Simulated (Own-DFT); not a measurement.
# How strain changes the stress of wurtzite AlGaN with randomly placed atoms, 72 atoms (Al27Ga9N36)

These are calculations, not measurements. The program, named Own-DFT, is a retired in-house plane-wave density functional code that no person has reviewed. Each row is one single-point run on a periodic cell that was not relaxed, without spin or spin-orbit coupling.

Settings of every run: PBEsol; PseudoDojo norm-conserving scalar-relativistic files, made for PBE; cutoff 42 hartree; 4 x 4 x 3 k mesh centred on Gamma; Fermi-Dirac smearing of 0.1 eV.

Known limits: forces on such cells passed a denser k mesh, each cell not checked; stress not checked against mesh or cutoff.

Unstrained cell vectors in Å: (9.394, 0.000, 0.000); (-4.697, 8.135, 0.000); (0.000, 0.000, 10.066). The unstrained cell has measured lattice constants (interpolated for alloys), not those of this functional. That, the random moves and any unrelaxed bonds set the pressure at no strain. Each run strains this cell uniformly, with the atoms carried along. Every atom was also moved at random, by a Gaussian of width 0.05 Å on each axis. The random placing of the alloy's atoms differs from row to row. Strain is the symmetric tensor, in per cent. Stress is positive in tension, and the pressure is minus a third of its trace.

```
run,e_xx (%),e_yy (%),e_zz (%),s_xx (GPa),s_yy (GPa),s_zz (GPa),P (GPa),E (meV/atom)
1,2.50,2.50,0.00,9.68,8.48,-0.30,-5.95,16.1
2,1.25,1.25,0.00,3.57,3.28,-1.76,-1.70,11.6
3,3.00,3.00,0.00,10.93,11.85,-0.76,-7.34,37.3
4,1.75,1.75,0.00,7.80,3.79,-2.64,-2.98,21.2
5,0.25,0.25,0.00,-2.54,-1.40,-2.14,2.03,1.3
6,-0.25,-0.25,0.00,-4.14,-4.28,-4.14,4.19,0.0
7,-2.25,-2.25,0.00,-18.04,-18.98,-5.75,14.25,48.0
8,2.75,2.75,0.00,10.69,9.56,-0.24,-6.67,23.7
9,-1.50,-1.50,0.00,?,?,?,?,?
```

E is the free energy for each atom above the lowest run shown.

## Worked fit

The change of volume is close to e_xx + e_yy + e_zz. A straight line through the runs shown gives P = 4.06 - 200 x (fractional change of volume) GPa, with an error of 9 on the slope and a scatter of 0.90 GPa. The strain isn't the same on all axes and the cell isn't cubic, so the slope belongs to this path and is not the bulk modulus.

## Withheld run

Question: what pressure should run 9 give? Its volume changes by -2.98 %.

The line gives 10.0 GPa. The calculation gave 10.02 GPa.
